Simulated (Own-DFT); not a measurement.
Simulation results for AlGa₃N₄ (wurtzite random alloy, strained, atoms displaced), AlGa₇N₈ (wurtzite random alloy, atoms displaced)

All values are calculated (Own-DFT development build). A calculation, not a measurement: plane-wave PBE density functional theory by an unreviewed code, no spin, of a simulated periodic cell, stress positive in tension, free energy of the whole cell less one offset for each atom, forces on such cells passed a denser k mesh, this cell's mesh not checked; offsets are fitted by least squares, one for each functional and potential file, so energies compare only between cells with the same atoms and settings and are not formation energies; the far tail of each file's local potential was reset to the Coulomb form; each entry is a single point on an unrelaxed cell, so the pressure reflects the starting lattice, mostly measured values, from which strain is counted, and rises with the displacements; printed positions are rounded, which can move forces by about a meV/angstrom; the program is a retired in-house code; no spin-orbit coupling.

Common to all runs: functional PBE; potential files PseudoDojo norm-conserving, scalar-relativistic, standard set; wave cutoff 42 hartree; occupations Fermi-Dirac.

(1) AlGa₃N₄ (wurtzite random alloy, strained, atoms displaced)

```
AlGa3N4
1.0
      9.7470     0.0000     0.0000
     -4.8735     8.4411     0.0000
      0.0000     0.0000    10.2685
Ga N Ga N Ga Al N Ga N Ga Al N Ga N Ga N Al Ga N Ga N Al N Ga Al N Ga Al N Ga N Ga N Ga N Ga N Al N Ga N
2 2 2 2 1 1 2 2 2 1 1 2 2 2 2 2 1 1 2 2 2 2 2 1 1 2 1 1 2 2 2 2 2 2 2 2 2 2 2 2 2
Direct
  0.10373 0.22704 0.00144
  0.22078 0.11308 0.24798
  0.11180 0.23111 0.18810
  0.22609 0.11361 0.44426
  0.10632 0.21667 0.50489
  0.22312 0.11604 0.75002
  0.11343 0.22107 0.68931
  0.21773 0.10285 0.93546
  0.11101 0.55039 0.99637
  0.22899 0.44245 0.23985
  0.11206 0.55418 0.17665
  0.20790 0.44405 0.44155
  0.10945 0.55699 0.49979
  0.23116 0.44392 0.75508
  0.11685 0.56164 0.69216
  0.23297 0.45691 0.93766
  0.10110 0.88769 0.00859
  0.22476 0.78309 0.24255
  0.10410 0.88651 0.18997
  0.22208 0.78365 0.44850
  0.10943 0.89705 0.50550
  0.22755 0.78075 0.74080
  0.10936 0.88537 0.69067
  0.21124 0.77562 0.94173
  0.44583 0.21510 0.00038
  0.55723 0.11784 0.25219
  0.44105 0.22270 0.18798
  0.55930 0.11224 0.43252
  0.44190 0.21569 0.50321
  0.56149 0.11805 0.75354
  0.43656 0.22444 0.69395
  0.55014 0.10728 0.93573
  0.43775 0.54460 0.00364
  0.55217 0.44170 0.25428
  0.43311 0.54066 0.18455
  0.55326 0.44209 0.43649
  0.44591 0.55547 0.51094
  0.56657 0.45130 0.75011
  0.44156 0.54918 0.68743
  0.55856 0.44837 0.93950
  0.44928 0.89426 0.99644
  0.55915 0.77986 0.24843
  0.45473 0.89591 0.18456
  0.55066 0.77438 0.42889
  0.42607 0.88273 0.49960
  0.55215 0.77899 0.74808
  0.43820 0.88868 0.69111
  0.55232 0.77387 0.94037
  0.78025 0.22591 0.99161
  0.88334 0.10659 0.25332
  0.78076 0.22637 0.18784
  0.88430 0.11048 0.43790
  0.77799 0.22407 0.49137
  0.89341 0.11305 0.74314
  0.76295 0.21092 0.67723
  0.88294 0.11135 0.93908
  0.78132 0.54515 0.99993
  0.89136 0.44430 0.25264
  0.76953 0.55480 0.19051
  0.88826 0.44571 0.42812
  0.76664 0.54632 0.49672
  0.88288 0.43661 0.74706
  0.78041 0.55635 0.69012
  0.88758 0.44703 0.94070
  0.77893 0.89389 0.99660
  0.89721 0.77653 0.24248
  0.76618 0.87831 0.19246
  0.88490 0.77322 0.44699
  0.78329 0.89822 0.50670
  0.89192 0.77414 0.75152
  0.78829 0.90235 0.68890
  0.89521 0.78100 0.93139
```

- smearing width: 0.1 eV
- k mesh: 4 x 4 x 3 centred on Gamma
- free energy of cell above offsets: 7.938 eV
- pressure: -1.26 GPa
- stress xx: 4.06 GPa
- stress yy: 5.65 GPa
- stress zz: -5.92 GPa
- stress yz: -0.14 GPa
- stress xz: 0.48 GPa
- stress xy: -0.98 GPa

Force:
```tsv
element	x (eV/Å)	y (eV/Å)	z (eV/Å)
Ga	1.301	-0.42	-0.794
Ga	-0.185	0.193	0.326
N	0.099	-1.124	0.553
N	0.032	0.42	-0.624
Ga	-0.086	1.305	-1.425
Ga	0.137	-1.562	0.341
N	-0.683	0.604	0.672
N	-0.504	1.238	1.458
Ga	-0.52	1.619	-0.99
Al	-2.194	0.514	1.94
N	0.541	0.685	2.92
N	2.665	-0.334	-1.085
Ga	-0.39	0.114	0.18
Ga	-1.347	0.104	-1.323
N	-0.271	-1.738	-0.127
N	-1.011	-2.097	0.177
Ga	1.31	0.046	-2.549
Al	0.699	-0.599	0.217
N	1.098	0.199	1.495
N	-1.857	-1.056	-2.796
Ga	-0.115	-1.286	-0.484
Ga	-1.699	-0.344	2.16
N	-0.027	0.94	0.104
N	1.031	0.399	-0.242
Ga	-1.463	0.825	-0.594
Ga	0.398	-0.481	-1.557
N	0.217	-0.348	0.337
N	-1.593	0.031	2.11
Al	0.204	0.709	-0.157
Ga	-1.662	-1.12	-1.24
N	1.85	1.174	-1.214
N	1.034	0.964	0.572
Ga	1.447	1.5	-0.822
Ga	-0.201	0.29	-1.336
N	0.592	1.757	1.646
N	-1.28	-0.952	2.05
Al	-0.842	0.092	-3.017
Al	-1.007	-0.825	0.408
N	1.579	1.542	0.98
N	0.467	-0.867	-0.928
Ga	-0.809	-1.675	-0.017
Al	-1.033	-0.837	-0.393
N	-0.932	-0.956	1.207
N	-0.017	-0.555	2.083
Ga	3.274	1.248	-0.114
Al	0.293	0.109	0.38
N	2.301	0.522	-0.2
N	0.931	0.646	-0.99
Ga	-0.665	-0.379	1.445
Ga	-0.02	0.095	-1.195
N	-0.173	-0.416	-0.312
N	0.763	0.248	0.625
Ga	-0.262	0.025	-0.29
Ga	-0.626	0.662	0.836
N	1.608	1.474	1.182
N	0.61	-0.334	-0.39
Ga	-2.323	1.767	0.526
Ga	0.016	0.377	-2.741
N	1.299	0.701	0.052
N	-0.189	0.047	3.123
Ga	1.011	1.187	0.014
Ga	0.742	0.793	-0.239
N	-0.746	-0.954	-0.178
N	1.405	-1.347	-1.309
Al	-0.143	-1.38	0.263
Al	-2.592	-0.872	1.788
N	1.968	0.794	-1.352
N	0.091	0.605	-1.663
Ga	-0.472	-1.691	-1.877
Ga	-0.016	0.732	-1.175
N	-1.097	-2.431	1.114
N	-1.957	-0.315	2.453
```

(2) AlGa₇N₈ (wurtzite random alloy, atoms displaced)

```
AlGa7N8
1.0
     12.7175     0.0000     0.0000
     -6.3588    11.0137     0.0000
      0.0000     0.0000    10.3192
Ga N Ga Al N Ga N Ga N Ga N Ga N Ga N Ga N Ga N Ga N Ga N Ga N Ga N Ga N Ga N Ga N Ga N Al Ga N Ga N Al Ga N Ga Al N Ga N Ga N Ga N Ga N Ga N Ga Al N Ga Al N Ga N Ga Al N Ga Al N Ga N
2 2 1 1 2 2 2 2 2 2 2 2 2 2 2 2 2 2 2 2 2 2 2 2 2 2 2 2 2 2 2 2 2 2 2 1 1 2 2 2 1 1 2 1 1 2 2 2 2 2 2 2 2 2 2 2 1 1 2 1 1 2 2 2 1 1 2 1 1 2 2 2
Direct
  0.08242 0.16964 0.99607
  0.16607 0.08341 0.24689
  0.08391 0.16649 0.18793
  0.16744 0.08476 0.43349
  0.08364 0.16769 0.50018
  0.16626 0.08405 0.75120
  0.08365 0.16981 0.68417
  0.16842 0.08513 0.94121
  0.08086 0.41329 0.99867
  0.16524 0.33108 0.24780
  0.08495 0.41596 0.19149
  0.16481 0.33274 0.43688
  0.08183 0.41406 0.49855
  0.16512 0.33355 0.75076
  0.07799 0.41586 0.68800
  0.17178 0.33940 0.94701
  0.08480 0.66720 0.99730
  0.16565 0.58433 0.25352
  0.08837 0.66761 0.18464
  0.16927 0.58638 0.43291
  0.07855 0.66002 0.49968
  0.16758 0.58296 0.74829
  0.08545 0.66864 0.69101
  0.16107 0.58463 0.94368
  0.08577 0.91928 0.99446
  0.16332 0.82877 0.24923
  0.08046 0.91630 0.18859
  0.16383 0.83460 0.44005
  0.08236 0.91352 0.49856
  0.16629 0.83260 0.75029
  0.08614 0.91939 0.68975
  0.16886 0.83477 0.94121
  0.33126 0.16815 0.00060
  0.42110 0.08314 0.25071
  0.33732 0.16558 0.19383
  0.41809 0.08726 0.43552
  0.33086 0.16525 0.50338
  0.41378 0.08574 0.75086
  0.33446 0.16680 0.68460
  0.42146 0.08418 0.93865
  0.33435 0.41749 0.00419
  0.41965 0.33317 0.25053
  0.33422 0.42195 0.19481
  0.42079 0.32917 0.43923
  0.32707 0.41461 0.50289
  0.41687 0.33422 0.74773
  0.32629 0.41513 0.68929
  0.41657 0.33125 0.93972
  0.33881 0.67008 0.99828
  0.41081 0.57559 0.24942
  0.33380 0.66753 0.19104
  0.41793 0.58549 0.43815
  0.33070 0.65934 0.50155
  0.41757 0.58271 0.74997
  0.33423 0.66709 0.69376
  0.41765 0.58513 0.93632
  0.33571 0.91775 0.99970
  0.42113 0.83371 0.24635
  0.33045 0.91951 0.19041
  0.41781 0.83412 0.43733
  0.32743 0.91054 0.49809
  0.41627 0.83405 0.75084
  0.33529 0.91912 0.68147
  0.41007 0.82717 0.93458
  0.58220 0.16777 0.00120
  0.66973 0.08861 0.25211
  0.58692 0.16853 0.18541
  0.67097 0.08316 0.44141
  0.58045 0.17022 0.49943
  0.66664 0.08686 0.74567
  0.58055 0.17130 0.68756
  0.66699 0.08642 0.93777
  0.57924 0.41416 0.99959
  0.66897 0.33850 0.25035
  0.58220 0.41879 0.18879
  0.66384 0.32988 0.43874
  0.58725 0.41735 0.49803
  0.66661 0.33381 0.74938
  0.58392 0.41862 0.68772
  0.66499 0.33265 0.93268
  0.58548 0.67074 0.00275
  0.66835 0.58277 0.25692
  0.58320 0.66736 0.18898
  0.66428 0.58637 0.43586
  0.58333 0.66936 0.50301
  0.66282 0.58604 0.74826
  0.58211 0.66816 0.68819
  0.66696 0.58148 0.93881
  0.57459 0.90888 0.00477
  0.66719 0.83659 0.25071
  0.58279 0.92122 0.19157
  0.66624 0.83258 0.43565
  0.58383 0.91845 0.49796
  0.66817 0.83469 0.75230
  0.58520 0.91905 0.68611
  0.66554 0.83179 0.93946
  0.83339 0.17047 0.99877
  0.92046 0.08693 0.25219
  0.83033 0.16669 0.18490
  0.91619 0.08527 0.44182
  0.83097 0.16536 0.49814
  0.91689 0.08279 0.74786
  0.83736 0.16955 0.69166
  0.91921 0.08515 0.93417
  0.83382 0.41572 0.99295
  0.91411 0.32949 0.24907
  0.82683 0.41452 0.19093
  0.91502 0.33175 0.43804
  0.83630 0.41978 0.49715
  0.91470 0.33447 0.75559
  0.83362 0.41668 0.68480
  0.91469 0.33757 0.93862
  0.82863 0.66379 0.99889
  0.91228 0.57961 0.25655
  0.83461 0.66610 0.18804
  0.91074 0.58168 0.44074
  0.83207 0.66301 0.50162
  0.92136 0.58363 0.75326
  0.83665 0.67051 0.68854
  0.92011 0.58346 0.94329
  0.82920 0.91528 0.99720
  0.91577 0.83424 0.24987
  0.83187 0.91924 0.18910
  0.91870 0.83383 0.43906
  0.83539 0.91926 0.49803
  0.91881 0.83657 0.74975
  0.83501 0.91812 0.68564
  0.91939 0.83412 0.94106
```

- smearing width: 0.05 eV
- k mesh: 3 x 3 x 3 centred on Gamma
- free energy of cell above offsets: 17.715 eV
- pressure: 6.28 GPa
- stress xx: -6.05 GPa
- stress yy: -6.12 GPa
- stress zz: -6.68 GPa
- stress yz: -0.43 GPa
- stress xz: -0.05 GPa
- stress xy: -0.42 GPa

Force:
```tsv
element	x (eV/Å)	y (eV/Å)	z (eV/Å)
Ga	0.424	-0.347	0.656
Ga	0.76	-0.289	0.129
N	-0.149	0.186	-0.505
N	-0.407	-0.323	0.914
Ga	0.324	-0.362	-0.58
Al	0.141	0.255	-0.427
N	1.151	-0.8	1.415
N	-0.552	0.33	-1.672
Ga	-0.27	1.44	0.852
Ga	0.11	0.316	0.261
N	-1.572	-0.536	-0.144
N	0.039	0.01	0.017
Ga	-0.37	0.303	-0.028
Ga	-0.675	0.022	0.46
N	-0.04	-0.251	0.511
N	-0.431	-0.946	-1.435
Ga	-0.616	0.604	0.854
Ga	0.534	-0.115	-1.784
N	-1.3	-0.742	0.915
N	-0.572	-0.912	1.877
Ga	0.203	1.256	0.228
Ga	-0.203	-0.063	0.992
N	-0.751	-0.967	-0.372
N	2.242	-0.902	-1.185
Ga	-0.022	-0.512	1.297
Ga	-0.262	0.934	-0.022
N	-0.384	-0.451	-0.103
N	0.501	-1.503	-0.43
Ga	-0.455	1.177	0.262
Ga	0.44	0.736	0.071
N	-0.159	0.824	0.236
N	-0.058	0.115	-0.721
Ga	1.194	-0.585	0.834
Ga	-0.311	0.141	0
N	-0.892	0.414	-1.182
N	0.8	-0.627	1.061
Ga	0.363	-0.096	-1.524
Ga	0.949	-0.539	-0.185
N	-1.705	-0.12	1.674
N	-1.401	-0.198	-0.162
Ga	0.569	0.648	0.057
Ga	-0.638	-0.297	0.522
N	0.556	-2.866	-1.225
N	-0.575	1.479	0.613
Ga	1.536	0.172	-0.869
Ga	-0.084	-0.035	-0.023
N	1.122	0.33	0.158
N	-0.826	0.437	-0.484
Ga	-1.349	-1.784	0.859
Ga	0.373	3.17	0.687
N	0.234	-0.268	-0.676
N	0.144	-0.991	0.39
Ga	-0.042	1.737	0.031
Ga	-0.426	-0.047	0.059
N	-0.016	-0.259	-0.824
N	0.518	-0.407	0.451
Ga	-0.522	0.117	0.555
Ga	-1.619	-0.168	1.028
N	1.049	-0.728	-0.438
N	-0.161	-0.675	0.103
Ga	0.807	1.181	-0.677
Ga	0.112	0.506	-1.139
N	-0.268	-0.284	1.448
N	0.489	1.44	0.537
Ga	0.794	0.185	-0.426
Ga	-0.32	-0.425	-0.027
N	-0.373	0.386	0.777
N	-2.202	0.707	-0.299
Al	0.473	-0.942	0.182
Ga	-0.017	-0.047	0.506
N	0.521	-0.661	-1.132
N	0.084	-1.011	-0.063
Ga	0.913	0.475	0.089
Ga	-0.918	-1.266	0.031
N	0.487	0.935	0.2
N	-0.117	0.812	0.465
Al	-0.867	-0.078	0.222
Ga	-0.115	0.435	-0.519
N	-0.2	0.219	-1.012
N	0.067	0.373	1.087
Ga	0.262	-1.312	0.126
Al	-0.591	0.611	-1.718
N	0.671	-0.47	0.634
N	0.847	-1.348	0.591
Ga	-0.126	-0.053	-0.804
Ga	1.404	-0.287	0.328
N	-0.058	0.252	0.198
N	-0.993	0.115	-0.383
Ga	0.507	1.707	-0.774
Ga	-0.081	-0.598	-0.245
N	0.782	-0.031	-0.535
N	0.121	0.463	0.718
Ga	-0.061	-0.571	0.137
Ga	-0.354	0.401	-0.637
N	-0.049	-0.313	0.545
N	-0.522	0.516	-0.204
Ga	-0.021	-0.933	-0.406
Ga	-0.636	-0.437	-0.313
N	1.103	0.986	0.755
N	0.39	0.045	-0.59
Ga	0.535	0.685	1.161
Ga	-0.166	0.306	-0.188
N	-0.616	0.776	-0.143
N	-0.599	-0.103	0.556
Ga	-1.602	0.676	1.501
Al	-0.079	0.776	-0.065
N	2.427	0.12	-0.519
N	0.096	0.321	-1.22
Ga	-0.394	-1.585	0.476
Al	0.06	-0.219	-1.366
N	0.757	0.759	1.292
N	1.366	-0.936	-0.932
Ga	1.113	0.384	0.309
Ga	0.696	0.689	-1.828
N	-1.113	0.423	1.069
N	1.144	0.22	-0.158
Ga	-1.127	1.269	0.216
Al	-0.946	0.001	-0.159
N	0.526	-1.093	0.688
N	-0.968	0.032	-1.722
Ga	1.001	0.697	0.666
Al	0.124	-0.11	-0.266
N	1.069	-0.321	0.049
N	-0.602	-0.457	-1.019
Ga	-0.114	-0.684	-0.139
Ga	0.099	-0.282	0.117
N	-0.24	-0.277	0.424
N	-0.852	-0.197	-0.508
```
